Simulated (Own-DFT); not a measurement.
# How strain changes the stress of 3C SiC, 64 atoms (C32Si32)

All numbers below are calculated, not measured. The program, named Own-DFT, is a retired in-house plane-wave density functional code that no person has reviewed. Each row is one single-point run on a periodic cell that was not relaxed, without spin or spin-orbit coupling.

Settings of every run: PBE; PseudoDojo norm-conserving scalar-relativistic files; cutoff 42 hartree; 4 x 4 x 4 k mesh centred on Gamma; Fermi-Dirac smearing of 0.1 eV.

Known limits: forces on such cells passed a denser k mesh, each cell not checked; stress not checked against mesh or cutoff.

Unstrained cell vectors in Å: (8.719, 0.000, 0.000); (0.000, 8.719, 0.000); (0.000, 0.000, 8.719). The unstrained cell has measured lattice constants (interpolated for alloys), not those of this functional. That, the random moves and any unrelaxed bonds set the pressure at no strain. Each run strains this cell uniformly, with the atoms carried along. Every atom was also moved at random, by a Gaussian of width 0.05 Å on each axis. Strain is the symmetric tensor, in per cent. Stress is positive in tension, and the pressure is minus a third of its trace.

```
run,e_xx (%),e_yy (%),e_zz (%),e_yz (%),e_xz (%),e_xy (%),s_xx (GPa),s_yy (GPa),s_zz (GPa),s_yz (GPa),s_xz (GPa),s_xy (GPa),P (GPa),E (meV/atom)
1,1.11,1.33,1.42,1.60,1.39,1.61,2.28,3.24,2.58,6.51,6.71,8.21,-2.70,9.1
2,0.10,0.84,0.94,1.38,1.91,0.42,-2.73,-0.80,-0.70,7.73,9.18,1.83,1.41,13.4
3,1.79,0.54,-1.08,0.83,1.54,-1.98,-0.43,-3.81,-6.80,6.50,9.70,-12.18,3.68,33.1
4,1.89,-0.17,-1.84,1.09,-0.92,0.32,-2.35,-6.50,-10.75,6.32,-4.55,2.43,6.53,45.0
5,-1.96,1.40,1.70,1.45,-0.89,-0.21,-8.73,-0.72,-0.26,7.67,-6.03,-0.43,3.23,16.8
6,0.07,0.99,-0.86,1.74,1.17,1.67,-4.99,-2.85,-6.55,7.81,5.90,8.29,4.80,15.5
7,1.52,0.15,0.43,-1.91,1.91,0.58,0.68,-2.48,-2.54,-9.53,10.03,3.32,1.45,24.3
8,1.23,-1.92,1.64,-0.33,1.18,-1.08,-1.86,-9.10,-0.82,-2.40,5.62,-4.97,3.93,31.2
9,-1.53,1.44,1.22,1.16,-1.76,-1.72,-8.36,-1.69,-2.00,5.91,-10.50,-8.78,4.02,34.6
10,0.73,-0.47,-1.23,-0.69,1.47,-1.16,-5.57,-7.96,-10.54,-2.94,8.06,-7.37,8.02,23.0
11,-0.53,-1.96,-1.35,0.34,1.55,1.45,-12.81,-16.30,-15.29,1.59,9.04,7.76,14.80,24.8
12,-1.00,-1.40,-0.62,-1.38,1.07,-1.22,-13.62,-14.45,-12.38,-9.23,6.44,-4.49,13.48,46.8
13,1.11,0.11,-1.04,-1.61,-1.39,-0.24,-2.37,-5.21,-7.84,-10.05,-9.36,-1.98,5.14,2.1
14,-0.62,1.65,-1.73,0.85,1.04,-1.18,-8.11,-1.96,-10.46,4.36,5.47,-7.01,6.84,12.4
15,0.98,-1.19,0.81,-0.15,-0.29,-0.47,-2.04,-6.95,-2.03,-1.54,-2.55,-2.14,3.67,0.0
16,0.87,-1.32,1.93,-0.24,-0.97,-0.45,-2.18,-6.57,1.04,-0.20,-6.70,-1.31,2.57,22.8
17,0.30,0.63,1.01,0.97,-0.79,-1.11,-2.19,-1.55,-0.62,5.24,-4.62,-5.92,1.45,6.7
18,0.42,1.38,-1.30,0.47,-0.81,-0.93,?,?,?,?,?,?,?,?
```

E is the free energy for each atom above the lowest run shown.

## Worked fit

Each stress component was fitted by least squares to a constant and the strains of the runs shown, as fractions, with shears doubled. Shear strains stay in the fit of a normal stress only where such slopes are resolved. The slopes, in GPa:

| stress | at no strain | per e_xx | per e_yy | per e_zz | scatter |
|---|---|---|---|---|---|
| s_xx | -6.0 | 385 ± 12 | 156 ± 11 | 147 ± 10 | 0.51 |
| s_yy | -5.8 | 153 ± 14 | 390 ± 13 | 147 ± 12 | 0.62 |
| s_zz | -6.0 | 150 ± 14 | 153 ± 13 | 382 ± 12 | 0.61 |

Each shear stress against twice its own strain: yz 280 ± 16, xz 285 ± 6, xy 272 ± 9 GPa. These are stiffnesses along x, y and z of the frame in which the cell vectors are given, which need not be the crystal's axes. The atoms are held to the strained lattice; where symmetry lets them move under strain, relaxing them would lower some slopes. The table should be nearly symmetric about its diagonal, and what it lacks of that shows the noise. A ninth of its sum, 229 ± 6 GPa, estimates the bulk modulus near the mean pressure of these runs, 4.8 GPa, so it lies above the value at zero pressure.

## Withheld run

Question: what normal stresses and pressure should run 18 give?

The fit gives s_xx = -4.1, s_yy = -1.7, s_zz = -8.2 and P = 4.7 GPa. The calculation gave -4.10, -1.20, -7.61 and P = 4.30 GPa.
